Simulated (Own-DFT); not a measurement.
# Computed records: Hf$_{36}$O$_{71}$ (tetragonal hafnia with one neutral oxygen vacancy, atoms displaced)

A calculation, not a measurement: plane-wave PBE and HSE06 DFT by an unreviewed code, no spin, of a simulated cell at Gamma alone, so results move with cell size and shape, stress positive in tension, energies less offsets, not probed for a lower state with spin; hafnium file: forces about 75 meV/angstrom off all-electron values; oxygen file: force components 24 meV/angstrom off all-electron in a glass; k mesh not checked against a denser one; forces and stress are PBE's, HSE06 gives the energy alone, and its difference from PBE has offsets of its own; offsets are fitted by least squares, one for each functional and potential file, so energies compare only between cells with the same atoms and settings and are not formation energies; the far tail of each file's local potential was reset to the Coulomb form; each entry is a single point on an unrelaxed cell, so the pressure reflects the starting lattice, taken from the Materials Project, from which strain is counted, and rises with the displacements; printed positions are rounded, which can move forces by about a meV/angstrom; the program is a retired in-house code; no spin-orbit coupling. Program: Own-DFT development build.

Common to all runs: first functional PBE; second functional HSE06; exact exchange share 0.25; screening 0.11 1/bohr; exchange divergence Gygi-Baldereschi; potential files PseudoDojo norm-conserving, scalar-relativistic, made for PBE, standard set; wave cutoff 48 hartree; occupations fixed; k mesh 1 x 1 x 1 centred on Gamma.

(1) Hf$_{36}$O$_{71}$ (tetragonal hafnia with one neutral oxygen vacancy, atoms displaced)

```
Hf36O71
1.0
     10.7800     0.0000     0.0000
      0.0000    10.7800     0.0000
      0.0000     0.0000    10.4493
Hf O Hf O Hf O Hf O Hf O Hf O Hf O Hf O Hf O Hf O Hf O Hf O Hf O Hf O Hf O Hf O Hf O Hf O
2 4 2 4 2 4 2 4 2 4 2 4 2 4 2 4 2 4 2 4 2 4 2 4 2 4 2 4 2 4 2 4 2 4 2 3
Direct
  0.99856 0.00478 0.99843
  0.17021 0.16628 0.24909
  0.00186 0.15911 0.14951
  0.16001 0.00703 0.35534
  0.99772 0.16719 0.40518
  0.16317 0.99331 0.09155
  0.00283 0.00006 0.50267
  0.17516 0.15877 0.75320
  0.00235 0.16361 0.65242
  0.16437 0.99917 0.83510
  0.00112 0.16968 0.90382
  0.15885 0.00160 0.59661
  0.99601 0.33339 0.99819
  0.15972 0.50021 0.25378
  0.00143 0.49041 0.15325
  0.16561 0.33712 0.34502
  0.98976 0.50647 0.39984
  0.16693 0.33890 0.08808
  0.00827 0.33609 0.49746
  0.16608 0.49509 0.74060
  0.99686 0.49979 0.65030
  0.17028 0.32898 0.84704
  0.00828 0.50233 0.89631
  0.16820 0.33242 0.59526
  0.99743 0.66505 0.99555
  0.16786 0.83417 0.24046
  0.00437 0.83594 0.14700
  0.16533 0.66292 0.35030
  0.00544 0.83823 0.40857
  0.17235 0.66324 0.10278
  0.99628 0.66062 0.49934
  0.16313 0.83138 0.75048
  0.99466 0.83033 0.65036
  0.16737 0.66591 0.84534
  0.99735 0.83891 0.89749
  0.16849 0.66476 0.59391
  0.33166 0.99906 0.00197
  0.51032 0.16571 0.25328
  0.32965 0.15961 0.14889
  0.50233 0.98795 0.34790
  0.33071 0.16820 0.40073
  0.50150 0.99876 0.09802
  0.33537 0.99959 0.49800
  0.49425 0.16769 0.74325
  0.33064 0.16803 0.65877
  0.50494 0.00162 0.84964
  0.33878 0.16187 0.90138
  0.50177 0.00347 0.58685
  0.33390 0.33426 0.99868
  0.50036 0.49925 0.24950
  0.33199 0.50072 0.15648
  0.49229 0.34179 0.34834
  0.33131 0.49437 0.40551
  0.50322 0.32970 0.09161
  0.33129 0.32901 0.50739
  0.49576 0.49992 0.75801
  0.33147 0.50451 0.65379
  0.49282 0.33174 0.84811
  0.33261 0.49384 0.90878
  0.50006 0.33762 0.60099
  0.32335 0.66605 0.99705
  0.49699 0.83711 0.25499
  0.34050 0.82618 0.14870
  0.49845 0.67271 0.35139
  0.33302 0.82893 0.40126
  0.49603 0.67185 0.09764
  0.32973 0.67209 0.49579
  0.49878 0.83379 0.75558
  0.33372 0.83624 0.65070
  0.49841 0.65610 0.84612
  0.34242 0.82895 0.90081
  0.50019 0.66218 0.60082
  0.66889 0.99967 0.00403
  0.83462 0.17209 0.26364
  0.66493 0.16276 0.15917
  0.82254 0.99963 0.34206
  0.67151 0.16232 0.39624
  0.83785 0.99426 0.09038
  0.67491 0.00429 0.50789
  0.83201 0.17447 0.74631
  0.66497 0.16660 0.65126
  0.82963 0.99840 0.85239
  0.65662 0.16065 0.90267
  0.83657 0.99970 0.59873
  0.66566 0.33408 0.99878
  0.83796 0.50596 0.25193
  0.66547 0.50519 0.15261
  0.83097 0.33216 0.34907
  0.66410 0.50425 0.40602
  0.82358 0.33228 0.10127
  0.66790 0.33226 0.49845
  0.83215 0.50417 0.74498
  0.66307 0.50091 0.66444
  0.83229 0.34170 0.84425
  0.66852 0.50595 0.90693
  0.83223 0.33509 0.59892
  0.66574 0.66944 0.00265
  0.83339 0.83505 0.24910
  0.66614 0.83373 0.15199
  0.82742 0.65796 0.34600
  0.66632 0.83015 0.40048
  0.82736 0.65730 0.09283
  0.67171 0.66267 0.49555
  0.83608 0.83981 0.74913
  0.66511 0.84165 0.64898
  0.83868 0.66615 0.84256
  0.84229 0.67135 0.60232
```

| Property | Result |
| --- | --- |
| PBE energy of cell above offsets | -97.233 eV |
| HSE06 less PBE above offsets | 0.066 eV |
| PBE pressure | 2.41 GPa |
| PBE stress xx | -1.88 GPa |
| PBE stress yy | -2.25 GPa |
| PBE stress zz | -3.09 GPa |
| PBE stress yz | -0.67 GPa |
| PBE stress xz | 0.34 GPa |
| PBE stress xy | -0.02 GPa |

Force:
```csv
element,x (eV/Å),y (eV/Å),z (eV/Å)
Hf,-0.73,-0.21,-0.267
Hf,-0.428,0.187,-0.144
O,-0.175,0.693,0.805
O,0.837,-0.912,-1.565
O,-0.523,0.714,-0.267
O,1.132,-0.189,0.566
Hf,-0.019,0.144,-0.265
Hf,-2.461,1.741,0.072
O,-0.451,0.766,0.463
O,0.408,-1.017,1.971
O,-0.423,-0.119,-0.427
O,2.36,-0.104,0.349
Hf,0.433,0.424,0.26
Hf,2.65,0.453,-0.899
O,-0.961,0.638,-0.488
O,-0.928,-1.144,0.576
O,0.556,-2.102,-0.329
O,-0.622,-0.567,0.768
Hf,-1.358,-0.743,0.284
Hf,0.166,0.22,1.518
O,0.976,-0.37,-1.037
O,-0.041,0.155,-0.877
O,-0.341,-0.474,0.837
O,-0.716,0.349,0.475
Hf,-0.088,0.561,-0.566
Hf,0.318,-0.274,1.258
O,-0.896,-1.009,0.616
O,-0.248,0.922,-0.623
O,-0.766,-1.527,-1.192
O,-2.4,0.488,-0.195
Hf,1.521,2.525,0.761
Hf,-0.129,-0.513,-1.214
O,1.694,0.402,0.283
O,0.074,0.044,0.286
O,0.59,-1.132,0.401
O,-1.281,0.057,0.519
Hf,1.75,-0.089,-0.08
Hf,-1.822,-0.163,-0.369
O,0.614,0.043,0.554
O,-0.558,3.823,0.865
O,0.323,-0.392,0.56
O,-0.686,0.307,0.185
Hf,-0.717,-0.912,-0.179
Hf,1.698,-0.122,2.287
O,0.485,-0.18,-2.049
O,-0.278,-0.727,-0.989
O,-0.666,-0.183,-0.078
O,-0.718,0.698,0.959
Hf,-0.051,-0.694,0.237
Hf,-0.776,1.889,-0.293
O,0.032,-0.456,0.1
O,1.159,-2.421,0.075
O,-0.309,0.666,0.589
O,-0.48,-0.073,1.162
Hf,1.673,1.829,-1.683
Hf,0.112,-0.314,-1.474
O,-0.127,-0.758,0.333
O,0.379,-0.358,-0.234
O,-0.219,1.337,-0.809
O,0.064,-0.96,-0.615
Hf,2.656,-0.684,0.506
Hf,1.167,-2.722,-1.654
O,-2.287,1.074,0.237
O,0.046,-1.404,-0.267
O,-0.673,2.24,-0.665
O,0.459,-0.658,-0.72
Hf,1.749,-2.262,0.816
Hf,0.536,-1.026,-0.362
O,-0.537,0.397,0.056
O,0.165,2.719,0.836
O,-0.82,0.986,-0.108
O,0.169,0.462,-0.755
Hf,-0.433,-0.777,-0.89
Hf,0.398,-0.977,-2.436
O,1.318,-0.076,-0.555
O,0.609,-0.292,0.509
O,-0.905,1.4,0.93
O,-0.63,-0.186,1.163
Hf,-0.814,-2.24,-1.019
Hf,0.668,-0.617,0.7
O,0.442,0.099,-0.57
O,-0.205,1.176,-0.854
O,1.049,1.734,0.144
O,-0.018,0.446,0.384
Hf,-0.145,0.263,-0.65
Hf,-1.525,-2.128,-1.855
O,0.046,-0.44,0.811
O,-0.04,1.488,0.81
O,0.211,-2.016,-0.221
O,1.507,-0.373,-0.322
Hf,-0.537,0.737,0.49
Hf,-0.749,0.335,0.761
O,0.856,-0.161,-1.27
O,0.136,-1.331,0.545
O,-0.05,-1.217,0.054
O,0.274,-0.38,-0.664
Hf,-2.084,0.269,-0.331
Hf,-0.819,0.375,-0.185
O,0.841,-0.005,-0.036
O,0.531,2.922,0.628
O,1.006,0.283,0.496
O,2.422,0.429,0.715
Hf,-1.879,1.935,1.664
Hf,-0.963,-0.706,0.355
O,0.288,-0.074,1.167
O,0.003,0.837,0.734
O,-2.061,-0.721,-0.892
```

(2) Hf$_{36}$O$_{71}$ (tetragonal hafnia with one neutral oxygen vacancy, atoms displaced)

```
Hf36O71
1.0
     10.7800     0.0000     0.0000
      0.0000    10.7800     0.0000
      0.0000     0.0000    10.4493
Hf O Hf O Hf O Hf O Hf O Hf O Hf O Hf O Hf O Hf O Hf O Hf O Hf O Hf O Hf O Hf O Hf O Hf O
2 4 2 4 2 4 2 4 2 4 2 4 2 4 2 4 2 4 2 3 2 4 2 4 2 4 2 4 2 4 2 4 2 4 2 4
Direct
  0.99307 0.00019 0.00353
  0.16857 0.16829 0.25906
  0.00545 0.16677 0.13966
  0.16219 0.00600 0.35330
  0.00903 0.17045 0.40350
  0.17075 0.99938 0.09957
  0.00791 0.00730 0.49183
  0.15907 0.16526 0.73815
  0.01368 0.18683 0.63876
  0.17145 0.99652 0.84161
  0.00495 0.17314 0.90698
  0.16343 0.99318 0.59480
  0.00801 0.32494 0.00924
  0.17337 0.50231 0.25933
  0.99871 0.50461 0.15263
  0.16147 0.33759 0.36323
  0.99716 0.51212 0.40087
  0.15992 0.33949 0.09942
  0.00712 0.33607 0.50903
  0.18141 0.49384 0.74037
  0.99800 0.49746 0.66184
  0.16675 0.32516 0.83411
  0.00019 0.49203 0.90147
  0.16112 0.32762 0.58897
  0.99270 0.67047 0.99393
  0.16878 0.83717 0.25180
  0.98729 0.84633 0.16126
  0.17607 0.65924 0.35922
  0.99919 0.81866 0.41228
  0.17961 0.66330 0.08812
  0.99520 0.65687 0.49047
  0.15815 0.83396 0.74281
  0.00244 0.82832 0.64184
  0.17918 0.68093 0.83874
  0.98217 0.82352 0.90031
  0.17013 0.66884 0.60301
  0.32525 0.00760 0.99337
  0.50833 0.16874 0.25235
  0.32457 0.16198 0.16009
  0.50430 0.00435 0.34341
  0.33282 0.15488 0.40071
  0.51250 0.99419 0.10421
  0.33533 0.00582 0.49781
  0.50187 0.16409 0.74307
  0.34188 0.16980 0.64499
  0.49238 0.98828 0.84795
  0.34108 0.15677 0.90451
  0.49942 0.99744 0.60472
  0.32293 0.32409 0.01289
  0.48426 0.50681 0.25042
  0.33057 0.50228 0.14474
  0.49653 0.33110 0.35233
  0.33375 0.51891 0.40092
  0.49353 0.33528 0.08879
  0.33985 0.34318 0.50209
  0.50439 0.49827 0.76885
  0.34697 0.49509 0.64885
  0.33774 0.49862 0.90394
  0.48933 0.32265 0.59802
  0.32795 0.66734 0.99075
  0.48560 0.83117 0.24563
  0.34135 0.83473 0.14422
  0.49686 0.66386 0.36084
  0.33418 0.84434 0.40652
  0.49211 0.68890 0.07872
  0.33578 0.66363 0.49009
  0.49671 0.82687 0.74211
  0.33215 0.83581 0.64413
  0.48545 0.66256 0.85783
  0.33497 0.81963 0.89907
  0.49113 0.66371 0.60058
  0.65365 0.99057 0.99967
  0.83714 0.16192 0.24392
  0.66326 0.17092 0.15308
  0.83088 0.99650 0.35446
  0.67172 0.16727 0.40708
  0.82503 0.00650 0.10355
  0.65629 0.00413 0.48804
  0.82316 0.16374 0.75629
  0.66451 0.17501 0.65591
  0.83353 0.99976 0.84626
  0.65884 0.16209 0.90037
  0.83343 0.00348 0.60918
  0.66895 0.32385 0.00196
  0.84173 0.50818 0.25739
  0.67869 0.49476 0.15322
  0.83364 0.33654 0.35067
  0.66464 0.51797 0.40227
  0.83923 0.34016 0.10232
  0.67804 0.32911 0.50286
  0.82576 0.49684 0.74739
  0.65740 0.50090 0.65599
  0.82999 0.33154 0.85021
  0.67094 0.49985 0.90609
  0.82843 0.32710 0.61087
  0.67017 0.66384 0.99687
  0.83136 0.84684 0.25460
  0.67153 0.83494 0.16180
  0.82657 0.65044 0.34640
  0.66067 0.84289 0.40853
  0.83657 0.66933 0.10971
  0.67251 0.66002 0.51018
  0.83664 0.84205 0.75656
  0.66268 0.82819 0.65904
  0.83650 0.65192 0.85455
  0.66130 0.83655 0.89692
  0.84340 0.66945 0.59670
```

| Item | Value |
| --- | --- |
| PBE energy of cell above offsets | -86.733 eV |
| HSE06 less PBE above offsets | 0.546 eV |
| PBE pressure | 5.52 GPa |
| PBE stress xx | -4.51 GPa |
| PBE stress yy | -6.97 GPa |
| PBE stress zz | -5.07 GPa |
| PBE stress yz | -1.69 GPa |
| PBE stress xz | -0.17 GPa |
| PBE stress xy | -0.21 GPa |

Force:
```csv
element,x (eV/Å),y (eV/Å),z (eV/Å)
Hf,0.534,0.285,-0.069
Hf,-0.685,0.512,0.258
O,-0.432,-1.103,2.109
O,-0.529,-1.674,-0.978
O,-0.94,0.115,-1.365
O,-1.885,-0.722,0.226
Hf,-1.61,-2.455,1.941
Hf,2.616,-0.55,1.167
O,-3.414,-2.01,0.738
O,-0.738,0.973,1.104
O,-0.315,-3.08,-1.573
O,0.276,1.384,-0.158
Hf,-3.761,3.626,-2.061
Hf,-2.395,0.242,-2.016
O,2.203,0.244,0.847
O,0.943,0.316,-2.011
O,0.906,-5.259,-1.637
O,2.343,-0.347,2.088
Hf,-3.293,0.939,-1.445
Hf,-1.807,2.18,1.539
O,0.759,-0.754,-1.398
O,0.923,0.471,1.008
O,0.743,0.845,0.935
O,4.609,1.499,1.81
Hf,0.451,-4.812,1.326
Hf,-0.048,-0.629,-0.275
O,3.496,0.321,-1.158
O,-0.67,2.242,-2.124
O,0.423,3.356,-2.721
O,-4.618,1.072,2.675
Hf,1.522,3.336,4.717
Hf,2.368,-0.925,-1.534
O,-1.454,1.088,1.903
O,-1.326,-3.381,0.693
O,0.625,3.253,-0.087
O,-0.172,-1.548,-1.282
Hf,1.712,-4.556,-0.177
Hf,-1.666,-0.046,-0.194
O,1.736,0.68,-1.056
O,0.01,0.055,0.602
O,-0.456,3.505,-1.021
O,-3.38,0.828,0.546
Hf,0.249,-1.69,3.01
Hf,-0.912,-0.142,1.607
O,-2.707,-0.494,0.48
O,0.437,1.521,0.197
O,0.096,3.436,-0.54
O,0.587,0.645,-1.299
Hf,1.898,1.053,-2.72
Hf,3.729,-0.457,-0.131
O,0.124,-0.856,1.536
O,-0.618,1.256,-0.632
O,0.272,-7.211,-2.817
O,0.256,-0.461,0.484
Hf,-0.286,-1.356,0.084
Hf,-0.965,0.004,-0.119
O,-1.363,-0.884,-0.43
O,-0.813,-2.468,-0.709
O,3.129,0.21,0.12
Hf,1.269,-0.142,-1.23
Hf,3.628,-0.161,0.967
O,-3.769,0.75,0.995
O,-0.431,1.176,-2.537
O,-0.34,-1.361,-2.602
O,2.554,-1.184,3.074
Hf,-0.228,5.829,5.144
Hf,-1.692,-0.464,0.753
O,-0.396,0.457,0.762
O,2.432,-0.464,-2.213
O,-0.052,4.481,-0.207
O,1.596,0.341,0.159
Hf,1.03,0.056,-0.969
Hf,-0.257,2.067,0.193
O,1.334,0.592,0.069
O,0.923,2.785,0.373
O,-0.23,0.991,-1.566
O,0.826,0.402,-0.429
Hf,0.717,-2.069,3.011
Hf,0.565,1.286,-0.847
O,0.262,-0.146,-0.815
O,0.785,1.028,2.085
O,0.288,-0.562,-0.001
O,0.297,0.51,-0.974
Hf,0.727,1.966,0.274
Hf,-0.96,-3.906,-3.588
O,-3.018,0.588,0.014
O,-0.352,-1.233,0.769
O,-0.567,-4.226,0.483
O,-0.107,-2.133,-0.461
Hf,-1.17,1.756,-0.303
Hf,1.793,-0.628,1.381
O,1,-0.06,-0.681
O,-0.681,-0.702,0.103
O,-1.183,-0.763,-0.521
O,0.816,0.477,-1.088
Hf,0.066,0.317,1.615
Hf,-1.81,-3.995,0.308
O,-1.063,-0.127,-0.763
O,0.132,6.821,2.9
O,0.601,-2.114,-0.221
O,-0.149,0.512,-1.835
Hf,-1.225,2.513,0.231
Hf,-0.542,-2.181,-3.029
O,1.629,-0.246,-0.203
O,-0.706,2.042,-0.141
O,1.138,-1.617,0.744
O,-2.181,-0.877,0.799
```

(3) Hf$_{36}$O$_{71}$ (tetragonal hafnia with one neutral oxygen vacancy, atoms displaced)

```
Hf36O71
1.0
     10.7800     0.0000     0.0000
      0.0000    10.7800     0.0000
      0.0000     0.0000    10.4493
Hf O Hf O Hf O Hf O Hf O Hf O Hf O Hf O Hf O Hf O Hf O Hf O Hf O Hf O Hf O Hf O Hf O Hf O
2 4 2 4 2 4 2 4 2 4 2 4 2 4 2 4 2 4 2 4 2 4 2 4 2 4 2 4 2 4 2 4 2 3 2 4
Direct
  0.99885 0.00406 0.00341
  0.16010 0.18341 0.25216
  0.99338 0.14971 0.16259
  0.16035 0.01122 0.36019
  0.01157 0.16337 0.41382
  0.16377 0.98946 0.08833
  0.99520 0.99606 0.49478
  0.17789 0.16762 0.75396
  0.99736 0.17135 0.65961
  0.16813 0.99571 0.84978
  0.00867 0.15098 0.89984
  0.16177 0.01205 0.58743
  0.99833 0.31853 0.99318
  0.16997 0.49006 0.25025
  0.99758 0.50917 0.16494
  0.15300 0.34463 0.35370
  0.00699 0.50212 0.40671
  0.17495 0.34182 0.10610
  0.00129 0.32147 0.50028
  0.17236 0.49036 0.74565
  0.00679 0.49673 0.67271
  0.17045 0.33913 0.84763
  0.01002 0.47889 0.90279
  0.16742 0.33608 0.60688
  0.01491 0.66878 0.99833
  0.17250 0.83516 0.25291
  0.99876 0.83756 0.14548
  0.17446 0.67130 0.34131
  0.99482 0.84615 0.41203
  0.17699 0.67095 0.10432
  0.99198 0.65592 0.49755
  0.18281 0.83239 0.75007
  0.99890 0.82800 0.64475
  0.16660 0.66271 0.84361
  0.00067 0.85304 0.89148
  0.16357 0.65696 0.59224
  0.33942 0.00704 0.00673
  0.51396 0.17649 0.25073
  0.35285 0.15356 0.16541
  0.49182 0.01060 0.34812
  0.33320 0.17248 0.38938
  0.50127 0.00297 0.08612
  0.33369 0.01336 0.48550
  0.49791 0.17358 0.75771
  0.34145 0.17340 0.64356
  0.51123 0.99511 0.84461
  0.32946 0.16166 0.90878
  0.50543 0.00064 0.58796
  0.32683 0.32827 0.99712
  0.50726 0.50285 0.24952
  0.34496 0.49801 0.14344
  0.51356 0.33848 0.35115
  0.34257 0.48868 0.39803
  0.49575 0.33874 0.09475
  0.34498 0.33276 0.49047
  0.48968 0.49973 0.73988
  0.34392 0.49526 0.63839
  0.49349 0.32829 0.85970
  0.33353 0.48612 0.88711
  0.49483 0.33526 0.58786
  0.33078 0.66099 0.99080
  0.51007 0.83492 0.25940
  0.33232 0.83936 0.15235
  0.51282 0.66723 0.34422
  0.32655 0.83460 0.39665
  0.50366 0.65735 0.10601
  0.32940 0.67832 0.49601
  0.50427 0.82930 0.74565
  0.32641 0.84152 0.65840
  0.50679 0.66204 0.84425
  0.33607 0.83556 0.89578
  0.50935 0.66464 0.60635
  0.65733 0.00115 0.99822
  0.82941 0.16912 0.23662
  0.67437 0.16314 0.15791
  0.83210 0.99809 0.34297
  0.65281 0.16984 0.40947
  0.82885 0.02197 0.10383
  0.66116 0.00158 0.50849
  0.84743 0.16431 0.76132
  0.66766 0.16391 0.65456
  0.82988 0.99071 0.83483
  0.65415 0.17107 0.90355
  0.83925 0.99157 0.59457
  0.67088 0.32801 0.00826
  0.83923 0.49508 0.24423
  0.67527 0.50566 0.14878
  0.84809 0.32859 0.34922
  0.67822 0.48554 0.39365
  0.82220 0.32989 0.10824
  0.65465 0.34212 0.50819
  0.83440 0.49007 0.74004
  0.66670 0.49582 0.63551
  0.83836 0.31856 0.84330
  0.66626 0.49666 0.91017
  0.81181 0.33904 0.60491
  0.65263 0.65848 0.00006
  0.83288 0.83126 0.24673
  0.66687 0.83657 0.15746
  0.82475 0.67110 0.35749
  0.82725 0.66500 0.10215
  0.65445 0.65520 0.51146
  0.85968 0.83699 0.74723
  0.67385 0.82224 0.64674
  0.81635 0.67054 0.84465
  0.66655 0.82788 0.91417
  0.81409 0.67224 0.59382
```

| Property | Result |
| --- | --- |
| PBE energy of cell above offsets | -85.788 eV |
| HSE06 less PBE above offsets | 0.662 eV |
| PBE pressure | 6.27 GPa |
| PBE stress xx | -7.53 GPa |
| PBE stress yy | -5.29 GPa |
| PBE stress zz | -5.99 GPa |
| PBE stress yz | -0.52 GPa |
| PBE stress xz | 1.96 GPa |
| PBE stress xy | 0.31 GPa |

Force:
```csv
element,x (eV/Å),y (eV/Å),z (eV/Å)
Hf,-0.493,-3.428,1.624
Hf,1.227,-3.371,1.37
O,3.545,2.066,-1.619
O,1.534,-0.689,-3.07
O,0.132,1.487,-1.483
O,0.97,1.267,1.044
Hf,0.187,1.584,1.824
Hf,-0.879,-1.74,-2.082
O,1.445,1.103,-0.302
O,1.041,1.209,-1.446
O,-0.123,3.664,-0.251
O,1.652,-0.011,1.87
Hf,-0.438,1.667,0.13
Hf,0.887,3.824,-0.557
O,2.939,-0.281,-2.089
O,0.415,-2.466,0.377
O,-0.26,-0.964,0.134
O,-2.413,-1.468,0.091
Hf,-1.517,0.881,0.916
Hf,0.915,1.17,-0.981
O,-2.262,0.558,-2.197
O,-0.055,-3.656,1.681
O,-0.667,1.748,1.728
O,0.592,-0.269,-1.059
Hf,-2.789,0.681,0.52
Hf,-0.499,1.798,-0.832
O,0.323,-0.943,0.252
O,0.018,-1.556,0.862
O,0.681,-5.469,-3.037
O,-1.053,-0.552,-1.723
Hf,-1.532,3.279,0.761
Hf,-4.906,1.247,1.731
O,4.185,-0.727,-0.754
O,-0.022,-0.001,1.157
O,0.367,-3.469,1.028
O,1.446,0.31,-0.225
Hf,-1.898,-3.103,0.442
Hf,-0.156,-0.349,1.583
O,-3.957,0.593,-2.063
O,0.147,-1.249,-0.83
O,-0.687,1.381,0.738
O,0.614,-0.201,1.839
Hf,-0.599,-0.446,0.83
Hf,2.735,-1.71,-0.964
O,-0.83,-0.607,0.947
O,-0.875,0.976,-0.63
O,-0.394,1.218,-1.501
O,-3.4,-0.683,1.697
Hf,3.228,1.506,0.311
Hf,0.614,-0.203,-0.92
O,-2.115,0.175,0.282
O,-1.459,-0.303,-0.667
O,-0.66,2.817,-0.987
O,1.262,-0.929,0.68
Hf,-2.216,-0.579,0.78
Hf,2.609,-0.54,2.095
O,-2.254,0.749,-0.01
O,-0.294,0.904,-1.882
O,-0.047,2.214,0.56
O,0.114,-0.037,3.119
Hf,1.401,0.464,1.123
Hf,-0.374,0.827,-0.578
O,0.969,-0.056,0.132
O,-0.622,-0.317,1.441
O,0.474,0.626,0.906
O,-2.363,0.802,-0.671
Hf,-0.643,-1.696,-0.142
Hf,2.38,0.894,0.505
O,4.069,-0.941,-3.385
O,-1.287,-0.287,0.299
O,0.023,-1.236,0.806
O,-5.505,0.283,0.988
Hf,2.192,-1.733,-1.34
Hf,0.69,-1.262,5.202
O,-3.684,0.775,-2.227
O,-0.427,0.788,0.053
O,0.676,-0.262,-0.356
O,0.101,-1.777,-2.641
Hf,2.932,-0.238,-1.477
Hf,-3.252,-3.511,-3.647
O,-0.517,0.051,1.266
O,-0.52,3.181,2.381
O,0.798,-0.395,0.719
O,-1.361,0.569,0.447
Hf,-3.224,1.658,-1.738
Hf,-3.075,1.449,2.598
O,-1.164,-1.002,0.52
O,0.797,0.038,-0.137
O,-0.547,1.972,0.005
O,3.778,0.066,-0.953
Hf,2.447,-2.425,-2.366
Hf,-1.559,1.751,1.347
O,-1.743,0.561,2.227
O,0.554,3.161,3.185
O,0.365,-2.235,-1.422
O,4.29,-0.171,0.104
Hf,3.658,1.004,-0.47
Hf,0.244,-0.514,0.816
O,-0.424,0.521,0.586
O,0.963,-0.128,-1.166
O,1.774,0.343,-0.882
Hf,3.712,1.477,-3.941
Hf,-4.83,-2.308,0.291
O,-1.813,1.515,0.765
O,2.273,-1.568,-0.668
O,-1.301,1.164,-0.067
O,4.602,-1.956,0.728
```
